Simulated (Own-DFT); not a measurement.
Hf36O71 (tetragonal hafnia with one neutral oxygen vacancy, atoms displaced) (calculated)

A calculation, not a measurement: plane-wave PBE and HSE06 DFT by an unreviewed code, no spin, of a simulated cell at Gamma alone, so results move with cell size and shape, stress positive in tension, energies less offsets, not probed for a lower state with spin; hafnium file: forces about 75 meV/angstrom off all-electron values; oxygen file: force components 24 meV/angstrom off all-electron in a glass; k mesh not checked against a denser one; forces and stress are PBE's, HSE06 gives the energy alone, and its difference from PBE has offsets of its own; offsets are fitted by least squares, one for each functional and potential file, so energies compare only between cells with the same atoms and settings and are not formation energies; the far tail of each file's local potential was reset to the Coulomb form; each entry is a single point on an unrelaxed cell, so the pressure reflects the starting lattice, taken from the Materials Project, from which strain is counted, and rises with the displacements; printed positions are rounded, which can move forces by about a meV/angstrom; the program is a retired in-house code; no spin-orbit coupling. Program: Own-DFT development build.

```json
{"formula": "Hf36O71", "kind": "tetragonal hafnia with one neutral oxygen vacancy, atoms displaced", "structure": {"cell_angstrom": [[10.78, 0.0, 0.0], [0.0, 10.78, 0.0], [0.0, 0.0, 10.4493]], "atoms_fractional": [["Hf", 0.99412, 0.00419, 0.00071], ["Hf", 0.16161, 0.16152, 0.24968], ["O", 0.99275, 0.16189, 0.15049], ["O", 0.16387, 0.00463, 0.34686], ["O", 0.99459, 0.16232, 0.39877], ["O", 0.16756, 0.99699, 0.10276], ["Hf", 0.0084, 0.9992, 0.49598], ["Hf", 0.16751, 0.16872, 0.74717], ["O", 0.99467, 0.16268, 0.65928], ["O", 0.16494, 0.9955, 0.84787], ["O", 0.00183, 0.16735, 0.90462], ["O", 0.16731, 0.00054, 0.59936], ["Hf", 0.00011, 0.33695, 0.99318], ["Hf", 0.16215, 0.49763, 0.25196], ["O", 0.99712, 0.49527, 0.15473], ["O", 0.1654, 0.33721, 0.34932], ["O", 0.99733, 0.4969, 0.39912], ["O", 0.16406, 0.33143, 0.10016], ["Hf", 0.00137, 0.34759, 0.49013], ["Hf", 0.17074, 0.50062, 0.74632], ["O", 0.987, 0.49663, 0.6493], ["O", 0.16605, 0.32993, 0.84908], ["O", 0.00755, 0.49916, 0.90419], ["O", 0.16644, 0.32677, 0.59621], ["Hf", 0.00783, 0.66476, 0.00098], ["Hf", 0.16877, 0.8343, 0.25567], ["O", 0.00111, 0.83621, 0.14609], ["O", 0.16652, 0.66492, 0.35701], ["O", 0.01375, 0.82793, 0.40356], ["O", 0.16528, 0.66474, 0.09173], ["Hf", 0.99931, 0.66327, 0.50624], ["Hf", 0.16553, 0.83994, 0.75494], ["O", 0.00088, 0.84384, 0.64956], ["O", 0.17206, 0.66709, 0.84604], ["O", 0.99843, 0.83442, 0.90369], ["O", 0.16727, 0.66727, 0.59773], ["Hf", 0.33244, 0.99388, 0.99603], ["Hf", 0.49707, 0.16892, 0.2429], ["O", 0.33386, 0.1679, 0.15124], ["O", 0.50225, 0.00199, 0.34943], ["O", 0.33747, 0.16935, 0.40988], ["O", 0.49846, 0.9945, 0.09352], ["Hf", 0.32243, 0.00509, 0.5], ["Hf", 0.49817, 0.16138, 0.75595], ["O", 0.33321, 0.16798, 0.6533], ["O", 0.498, 0.9995, 0.85834], ["O", 0.33199, 0.16195, 0.91365], ["O", 0.50036, 0.99622, 0.5972], ["Hf", 0.3364, 0.33062, 0.00596], ["Hf", 0.49667, 0.48991, 0.25666], ["O", 0.33712, 0.50898, 0.15802], ["O", 0.49381, 0.33251, 0.35032], ["O", 0.33057, 0.50002, 0.41101], ["O", 0.49394, 0.3342, 0.08901], ["Hf", 0.33377, 0.33418, 0.50272], ["Hf", 0.4853, 0.50066, 0.75084], ["O", 0.32586, 0.49768, 0.65968], ["O", 0.49504, 0.33791, 0.84959], ["O", 0.33531, 0.50173, 0.90252], ["O", 0.50312, 0.32662, 0.59671], ["Hf", 0.32153, 0.66464, 0.99819], ["Hf", 0.50166, 0.82551, 0.24872], ["O", 0.33319, 0.8349, 0.16159], ["O", 0.50224, 0.66494, 0.34441], ["O", 0.34453, 0.83589, 0.40043], ["O", 0.4907, 0.6669, 0.1006], ["Hf", 0.34437, 0.67041, 0.49307], ["Hf", 0.49902, 0.82713, 0.75481], ["O", 0.32344, 0.83177, 0.65774], ["O", 0.49755, 0.66955, 0.85283], ["O", 0.33626, 0.83514, 0.90388], ["O", 0.49107, 0.66601, 0.5969], ["Hf", 0.66274, 0.00368, 0.00105], ["Hf", 0.83792, 0.16541, 0.24151], ["O", 0.66704, 0.16912, 0.15139], ["O", 0.82878, 0.99962, 0.34311], ["O", 0.66801, 0.15768, 0.39283], ["O", 0.8305, 0.99616, 0.09145], ["Hf", 0.66591, 0.99196, 0.5062], ["Hf", 0.82565, 0.16955, 0.75012], ["O", 0.83029, 0.99864, 0.84633], ["O", 0.66381, 0.16539, 0.90403], ["O", 0.83137, 0.00513, 0.595], ["Hf", 0.66821, 0.33893, 0.0128], ["Hf", 0.83863, 0.4967, 0.24777], ["O", 0.66422, 0.49553, 0.15397], ["O", 0.83112, 0.32721, 0.3568], ["O", 0.66737, 0.50196, 0.39581], ["O", 0.83889, 0.32887, 0.10139], ["Hf", 0.66398, 0.33276, 0.50096], ["Hf", 0.83598, 0.49096, 0.75004], ["O", 0.66602, 0.50023, 0.66048], ["O", 0.83022, 0.33404, 0.85539], ["O", 0.66797, 0.50231, 0.89409], ["O", 0.83763, 0.33429, 0.59422], ["Hf", 0.66334, 0.66905, 0.99377], ["Hf", 0.8277, 0.83451, 0.25176], ["O", 0.67903, 0.83199, 0.14674], ["O", 0.8261, 0.66425, 0.34676], ["O", 0.66324, 0.83485, 0.40073], ["O", 0.83317, 0.66518, 0.10181], ["Hf", 0.66855, 0.66821, 0.50163], ["Hf", 0.83381, 0.83672, 0.7531], ["O", 0.66041, 0.83091, 0.65314], ["O", 0.82844, 0.66653, 0.84798], ["O", 0.66441, 0.83147, 0.89376], ["O", 0.83383, 0.67152, 0.59331]]}, "settings": {"first_functional": "PBE", "second_functional": "HSE06", "exact_exchange_share": 0.25, "screening [1/bohr]": 0.11, "exchange_divergence": "Gygi-Baldereschi", "potential_files": "PseudoDojo norm-conserving, scalar-relativistic, made for PBE, standard set", "wave_cutoff [hartree]": 48.0, "occupations": "fixed", "k_mesh": "1 x 1 x 1 centred on Gamma"}, "results": {}}
```

Q: What PBE stress yy does the calculation give for Hf36O71 (tetragonal hafnia with one neutral oxygen vacancy, atoms displaced)?
A: -1.16 GPa

Further results for Hf36O71 (tetragonal hafnia with one neutral oxygen vacancy, atoms displaced):

```
PBE energy of cell above offsets : -96.718 eV
HSE06 less PBE above offsets     : 0.074 eV
PBE pressure                     : 2.26 GPa
PBE stress xx                    : -2.82 GPa
PBE stress zz                    : -2.8 GPa
PBE stress yz                    : 1.13 GPa
PBE stress xz                    : 0.12 GPa
PBE stress xy                    : -0.11 GPa
```

Force:
```csv
element,x (eV/Å),y (eV/Å),z (eV/Å)
Hf,0.889,-1.097,0.063
Hf,-0.021,1.386,-1.15
O,2.624,-0.264,-0.581
O,0.631,-1.003,1.149
O,1.01,1.012,-0.02
O,-0.297,0.634,-0.228
Hf,-2.373,-0.035,0.829
Hf,-1.447,-0.207,0.53
O,0.891,-0.115,0.013
O,0.316,1.843,0.49
O,-0.074,0.247,0.054
O,-0.343,0.443,0.095
Hf,0.619,-1.238,0.599
Hf,1.18,0.622,-0.141
O,1.402,0.305,-0.636
O,-0.07,-0.87,-0.175
O,0.053,2.719,-1.229
O,0.138,0.329,0.032
Hf,-0.848,-4.496,1.935
Hf,-2.408,0.09,1.156
O,3.324,0.341,-0.809
O,0.229,0.782,-0.527
O,-0.238,0.51,-0.694
O,-0.414,0.589,0.181
Hf,-3.327,1.592,-0.431
Hf,-1.191,-0.396,-0.752
O,0.214,-0.355,1.316
O,0.209,-0.465,-1.777
O,-0.552,0.654,0.12
O,-0.129,-0.187,1.897
Hf,0.968,1.34,-0.525
Hf,-0.841,-1.488,-1.005
O,-0.288,-0.532,0.46
O,-0.317,-0.114,0.277
O,0.027,-0.575,-0.309
O,-0.366,-1.005,0.114
Hf,-0.151,0.567,1.527
Hf,1.139,-2.262,2.157
O,-0.771,0.276,0.77
O,-0.552,-0.012,-1.435
O,-0.841,-0.08,-0.886
O,0.178,0.258,0.895
Hf,3.391,-0.638,-0.013
Hf,0.822,0.55,-0.26
O,0.123,-0.275,0.426
O,0.016,-0.255,-1.458
O,-0.023,0.856,-1.216
O,-1.106,0.704,0.829
Hf,-2.252,-0.247,-1.699
Hf,1.055,2.373,-0.837
O,-1.754,-0.932,-0.014
O,0.209,-0.726,-0.146
O,0.524,-0.168,-0.473
O,1.846,-0.014,2.244
Hf,0.157,-0.73,0.151
Hf,3.157,-0.194,1.278
O,1.214,-0.525,-1.665
O,-0.322,-1.013,-0.538
O,-0.537,-0.504,0.069
O,-0.892,0.335,0.43
Hf,2.881,0.394,0.158
Hf,0.333,1.698,-0.303
O,-0.558,-0.206,-0.724
O,-0.433,-0.843,0.974
O,-0.863,0.148,0.472
O,1.324,0.677,-0.805
Hf,-2.964,0.731,-0.102
Hf,-0.425,1.539,-0.438
O,1.628,0.188,-0.468
O,-0.135,-1.147,-0.575
O,-0.438,-1.155,-0.117
O,1.921,-0.259,1.027
Hf,0.059,-1.02,-0.514
Hf,-2.191,-0.206,2.956
O,-0.634,0.285,-0.802
O,0.829,-0.667,-0.124
O,-0.492,1.566,2.046
O,-0.028,0.727,0.46
Hf,-0.46,1.795,-1.515
Hf,0.306,-0.753,-0.657
O,0.113,0.948,0.082
O,0.006,1.033,-0.354
O,0.106,-0.12,0.198
Hf,0.409,0.469,-2.025
Hf,-2.449,0.599,0.806
O,0.022,-0.817,-0.399
O,0.494,0.944,-1.465
O,-0.52,-0.575,1.373
O,-0.59,0.473,0.014
Hf,1.556,-0.849,-0.892
Hf,-2.968,1.285,0.981
O,-0.517,0.148,-1.288
O,0.386,-0.4,-0.146
O,-0.342,-0.54,2.038
O,-1.228,-0.405,0.876
Hf,0.537,-0.514,0.582
Hf,1.612,-0.606,-0.398
O,-2.678,-0.089,-0.155
O,0.568,0.222,0.33
O,0.204,-1.214,-0.019
O,0.525,-0.787,-0.904
Hf,0.193,-0.584,-0.454
Hf,-0.023,-0.822,-0.362
O,0.84,-0.335,-0.417
O,0.679,-0.181,-0.538
O,-0.201,0.664,0.715
O,-0.211,0.216,0.414
```
